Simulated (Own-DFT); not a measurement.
# Computed records: Hf36O71 (tetragonal hafnia with one neutral oxygen vacancy, atoms displaced)

Computed with Own-DFT development build. A calculation, not a measurement: plane-wave PBE and HSE06 DFT by an unreviewed code, no spin, of a simulated cell at Gamma alone, so results move with cell size and shape, stress positive in tension, energies less offsets, not probed for a lower state with spin; hafnium file: forces about 75 meV/angstrom off all-electron values; oxygen file: force components 24 meV/angstrom off all-electron in a glass; k mesh not checked against a denser one; forces and stress are PBE's, HSE06 gives the energy alone, and its difference from PBE has offsets of its own; offsets are fitted by least squares, one for each functional and potential file, so energies compare only between cells with the same atoms and settings and are not formation energies; the far tail of each file's local potential was reset to the Coulomb form; each entry is a single point on an unrelaxed cell, so the pressure reflects the starting lattice, taken from the Materials Project, from which strain is counted, and rises with the displacements; printed positions are rounded, which can move forces by about a meV/angstrom; the program is a retired in-house code; no spin-orbit coupling.

### Hf36O71 (tetragonal hafnia with one neutral oxygen vacancy, atoms displaced)

```xyz
107
Lattice="10.7800 0.0000 0.0000 0.0000 10.7800 0.0000 0.0000 0.0000 10.4493" Properties=species:S:1:pos:R:3 Hf36O71
Hf     0.0444     0.0331     0.0099
Hf     1.7598     1.8629     2.5423
O      0.0710     1.8263     1.6464
O      1.7944     0.0556     3.5866
O     10.7608     1.8363     4.1853
O      1.7923     0.0814     1.0512
Hf    10.7233    10.7585     5.2528
Hf     1.7763     1.7388     7.8351
O      0.0139     1.8294     6.7952
O      1.8112    10.6967     8.8123
O      0.0074     1.8174     9.5058
O      1.7276     0.0436     6.2189
Hf     0.0443     3.7011    10.4452
Hf     1.7396     5.3604     2.5798
O     10.7525     5.4331     1.6164
O      1.8213     3.6118     3.5630
O      0.0119     5.4373     4.2564
O      1.8138     3.6177     0.9810
Hf    10.7216     3.5907     5.2387
Hf     1.7462     5.3648     7.9237
O      0.0975     5.4448     6.8104
O      1.8314     3.5828     8.7436
O      0.0077     5.3880     9.4483
O      1.9065     3.5642     6.2518
Hf    10.7295     7.0993     0.0176
Hf     1.7442     9.0658     2.6756
O      0.0396     8.9581     1.5184
O      1.8389     7.1530     3.6388
O      0.0969     8.9278     4.1621
O      1.8469     7.2218     1.0679
Hf     0.0408     7.1257     5.2748
Hf     1.6984     9.0107     7.8161
O      0.0467     8.9378     6.8368
O      1.8597     7.0450     8.9053
O      0.0286     9.0257     9.4041
O      1.7947     7.0908     6.2405
Hf     3.6157    10.6876    10.4004
Hf     5.4728     1.8428     2.5436
O      3.5058     1.7751     1.5882
O      5.2820     0.0822     3.6492
O      3.6971     1.8390     4.1601
O      5.4304    10.7619     0.9642
Hf     3.5831     0.1010     5.2563
Hf     5.3688     1.7492     7.8356
O      3.5418     1.8006     6.8550
O      5.4735     0.0912     8.8734
O      5.3230     0.0336     6.2766
Hf     3.5476     3.5336    10.3681
Hf     5.4518     5.3772     2.6196
O      3.5427     5.3301     1.5426
O      5.3909     3.6069     3.5648
O      3.5696     5.3325     4.2384
O      5.3846     3.6135     1.0081
Hf     3.6189     3.6237     5.2664
Hf     5.2841     5.3712     7.8151
O      3.5598     5.3935     6.8146
O      5.3453     3.6223     8.8204
O      3.5460     5.4458     9.4871
O      5.3140     3.5642     6.2657
Hf     3.5517     7.1912    10.3919
Hf     5.5091     8.9400     2.5731
O      3.5642     8.9957     1.6190
O      5.3440     7.2338     3.6002
O      3.6025     8.9917     4.1312
O      5.2375     7.0817     1.0184
Hf     3.5650     7.1874     5.2376
Hf     5.3631     8.9439     7.7829
O      3.6438     8.9565     6.7426
O      5.4364     7.2502     8.8789
O      3.5936     9.0386     9.4106
O      5.4090     7.1926     6.2037
Hf     7.1522    10.7761    10.3881
Hf     9.0014     1.7834     2.5294
O      7.1169     1.7969     1.4673
O      8.9592    10.7523     3.6727
O      7.1508     1.8275     4.1695
O      8.9472     0.0260     1.0618
Hf     7.2741     0.0072     5.3473
Hf     8.9627     1.8533     7.7788
O      7.2396     1.8524     6.7615
O      8.9816     0.0880     8.8758
O      7.2440     1.8606     9.5298
O      9.0422    10.7576     6.1511
Hf     7.0952     3.5620     0.0462
Hf     8.9615     5.4764     2.6935
O      7.1566     5.3376     1.6944
O      8.9945     3.6225     3.6841
O      7.1502     5.3745     4.2224
O      9.0035     3.6505     1.0221
Hf     7.2144     3.6362     5.2108
Hf     9.0587     5.4813     7.8633
O      7.1273     5.3719     6.7847
O      9.0364     3.5628     8.8562
O      7.2074     5.3722     9.3546
O      8.9691     3.4871     6.2329
Hf     7.1753     7.1831     0.0127
Hf     8.9176     8.9424     2.6811
O      7.1016     8.8967     1.5880
O      9.0054     7.2538     3.6485
O      7.1683     9.1059     4.1508
O      8.9249     7.2127     0.9139
Hf     7.1540     7.3039     5.1912
Hf     8.9998     9.0126     7.8768
O      7.1772     9.0781     6.8080
O      8.9837     7.2070     8.9239
O      7.1788     9.0290     9.4302
O      8.9555     7.2423     6.2597
```

```
first functional                 : PBE
second functional                : HSE06
exact exchange share             : 0.25
screening                        : 0.11 1/bohr
exchange divergence              : Gygi-Baldereschi
potential files                  : PseudoDojo norm-conserving, scalar-relativistic, made for PBE, standard set
wave cutoff                      : 48 hartree
occupations                      : fixed
k mesh                           : 1 x 1 x 1 centred on Gamma
PBE energy of cell above offsets : -95.410 eV
HSE06 less PBE above offsets     : 0.180 eV
PBE pressure                     : 2.68 GPa
PBE stress xx                    : -3.22 GPa
PBE stress yy                    : -1.82 GPa
PBE stress zz                    : -2.99 GPa
PBE stress yz                    : -0.19 GPa
PBE stress xz                    : -0.21 GPa
PBE stress xy                    : 0.12 GPa
```

Force:
| element | x (eV/Å) | y (eV/Å) | z (eV/Å) |
| --- | --- | --- | --- |
| Hf | -0.34 | -0.386 | 0.903 |
| Hf | 2.388 | -0.955 | 1.98 |
| O | -3.011 | 0.003 | -1.32 |
| O | -0.338 | 0.574 | 0.846 |
| O | -0.535 | -0.568 | 0.635 |
| O | -0.145 | -0.71 | -1.399 |
| Hf | 2.927 | 0.8 | -3.034 |
| Hf | 0.229 | 0.514 | -0.351 |
| O | -0.781 | -0.152 | 0.2 |
| O | 0.004 | 1.432 | 0.63 |
| O | 0.701 | 0.275 | -0.419 |
| O | 0.325 | -0.592 | 0.725 |
| Hf | -1.513 | -3.059 | 0.736 |
| Hf | 3.093 | 1.294 | 0.551 |
| O | -0.918 | 0.294 | -0.724 |
| O | -0.864 | 0.064 | 0.492 |
| O | -0.832 | -0.981 | -0.572 |
| O | -0.966 | 0.12 | -0.648 |
| Hf | 1.82 | -0.896 | -0.497 |
| Hf | 2.409 | 0.136 | -2.143 |
| O | -2.559 | -0.468 | 0.254 |
| O | 0.118 | -0.847 | 1.968 |
| O | -0.27 | 0.313 | -1.288 |
| O | -2.635 | 0.03 | -0.299 |
| Hf | 2.207 | 3.038 | 1.35 |
| Hf | 1.857 | -1.306 | -0.667 |
| O | -1.777 | 0.036 | 0.736 |
| O | -0.396 | 0.017 | 0.265 |
| O | -0.964 | 0.629 | 1.061 |
| O | -1.628 | -0.607 | -1.145 |
| Hf | 1.002 | 1.138 | -0.687 |
| Hf | 2.563 | -1.58 | 0.525 |
| O | -2.076 | 0.222 | -0.784 |
| O | -1.096 | 3.089 | -0.197 |
| O | -0.282 | -1.041 | -0.415 |
| O | 0.035 | 0.954 | 0.536 |
| Hf | -0.364 | 1.911 | 2.51 |
| Hf | -2.879 | -1.098 | 1.905 |
| O | 2.121 | 0.685 | -1.311 |
| O | 1.045 | -1.117 | -0.95 |
| O | -0.926 | 0.307 | 1.381 |
| O | -0.563 | -0.203 | 0.099 |
| Hf | 0.423 | -0.619 | -2.82 |
| Hf | -0.436 | 1.519 | -0.859 |
| O | 0.705 | -0.886 | 0.636 |
| O | -0.478 | -1.637 | -0.074 |
| O | 1.567 | 0.246 | 0.441 |
| Hf | 0.884 | 0.414 | 1.124 |
| Hf | -3.724 | 0.333 | 0.108 |
| O | 0.269 | -0.275 | 1.053 |
| O | 0.697 | 0.14 | 0.416 |
| O | 0.546 | 1.308 | -0.051 |
| O | -1.086 | -0.187 | -0.28 |
| Hf | -0.623 | -0.765 | -1.745 |
| Hf | 1.437 | 0.304 | 0.078 |
| O | 0.05 | 0.43 | 0.632 |
| O | -0.428 | -0.956 | 0.597 |
| O | 0.737 | -2.156 | -1.316 |
| O | 1.876 | 0.144 | 0.128 |
| Hf | -0.673 | 0.521 | 2.079 |
| Hf | -6.024 | 2.167 | 1.761 |
| O | 0.77 | 0.647 | -0.777 |
| O | 1.303 | -1.012 | 0.675 |
| O | -0.598 | 0.127 | 1.801 |
| O | 2.852 | 0.384 | -0.095 |
| Hf | -0.464 | 0.519 | -1.991 |
| Hf | -0.478 | 0.645 | 0.478 |
| O | -1.435 | -0.122 | 0.895 |
| O | -0.24 | -0.701 | -0.653 |
| O | 0.354 | -1.461 | -1.274 |
| O | 0.351 | 0.434 | 0.442 |
| Hf | 0.584 | 1.391 | 0.64 |
| Hf | -0.276 | 0.123 | 0.623 |
| O | 2.11 | 0.353 | 0.955 |
| O | 0.377 | 0.229 | -0.449 |
| O | 0.641 | -0.432 | 0.141 |
| O | 0.387 | 0.017 | -0.081 |
| Hf | -3.141 | 1.733 | -2.369 |
| Hf | 0.789 | 0.841 | 1.594 |
| O | -0.905 | -1.089 | 0.448 |
| O | -0.037 | -1.261 | -1.177 |
| O | -0.31 | -0.747 | -2.037 |
| O | -0.772 | -0.351 | 2.828 |
| Hf | 1.586 | 1.104 | -0.745 |
| Hf | -0.112 | -2.383 | -0.567 |
| O | 1.902 | 0.776 | -1.25 |
| O | -0.007 | 0.532 | -0.647 |
| O | 0.563 | 2.015 | -0.261 |
| O | -0.091 | -0.364 | 0.17 |
| Hf | -1.357 | -0.868 | 0.234 |
| Hf | -2.581 | -1.632 | -0.327 |
| O | 1.251 | 0.003 | 0.444 |
| O | 0.485 | 1.365 | -0.868 |
| O | 0.246 | 0.465 | 1.339 |
| O | 0.574 | 1.096 | 0.266 |
| Hf | -2.441 | -0.519 | -1.22 |
| Hf | 1.586 | 2.556 | -1.961 |
| O | 3.449 | -0.458 | -1.367 |
| O | -0.715 | -0.944 | 0.493 |
| O | 0.204 | -1.341 | 0.371 |
| O | 0.601 | -0.374 | 1.952 |
| Hf | -0.597 | -1.58 | 0.488 |
| Hf | -0.058 | 0.24 | 0.759 |
| O | 0.631 | -0.144 | -0.233 |
| O | 0.43 | 0.305 | -0.87 |
| O | 0.641 | -1.279 | -0.396 |
| O | 0.032 | -0.187 | 0.242 |
